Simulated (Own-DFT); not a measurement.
# Hybrid less PBE against volume: alpha-quartz SiO2, 70 atoms (O46Si24), with two O vacancies

Calculated, not measured. Each geometry was run twice at fixed positions with Own-DFT, a retired in-house plane-wave program that no person has reviewed: with PBE, and with HSE06 (exact exchange share 0.25 at short range, screening 0.11 per bohr, Gygi-Baldereschi treatment of its divergence). Both used PseudoDojo norm-conserving files made for PBE, a cutoff of 48 hartree, the Gamma point alone, fixed occupations, a neutral cell and no spin. With Gamma alone and a thickness of 8.5 Å, finite-size errors remain in every number. The oxygen file's force components were 24 meV/Å off all-electron values in a glass.

Unstrained cell vectors in Å: (9.827, 0.000, 0.000); (-4.913, 8.510, 0.000); (0.000, 0.000, 10.810), volume V0 = 904.1 Å³, from measured lattice constants. Each geometry has its own random strain of a few per cent, its own defect sites and random moves of rms u per axis. HSE06 gave the energy alone. D is its energy less that of PBE, over the lowest D shown. The PBE stress wasn't checked against mesh or cutoff.

```
run,V - V0 (Å³),u (Å),P with PBE (GPa),D (eV)
1,-11.2,0.0315,10.42,0.293
2,-19.1,0.0323,13.04,0.056
3,-5.1,0.0301,8.67,0.527
4,-14.1,0.0296,11.40,0.219
5,13.0,0.0317,6.35,0.971
6,-6.0,0.0293,9.46,0.390
7,9.4,0.0290,6.02,0.882
8,2.6,0.0313,7.34,0.742
9,16.1,0.0291,3.91,1.006
10,6.8,0.0290,5.43,0.812
11,1.7,0.0294,6.75,0.718
12,-24.9,0.0295,13.12,0.000
13,-0.2,0.0311,8.25,0.605
14,2.9,0.0291,7.34,?
```

## Analysis

D = 0.62 + 0.0270 (V - V0) eV, with an error of 0.0010 on the volume slope and a scatter of 0.04 eV. Pressure is -dE/dV, and 1 eV/Å³ is 160.2 GPa, so HSE06 changes the pressure by -4.3 ± 0.2 GPa. Turning this into a change of volume would need the relaxed stiffness: quartz yields by tilting its tetrahedra, which these fixed-ion runs don't allow.

## The run left out

Question: what D should run 14 give?

Estimate: 0.70 eV, with rows scattering by 0.04. Computed: 0.734 eV.
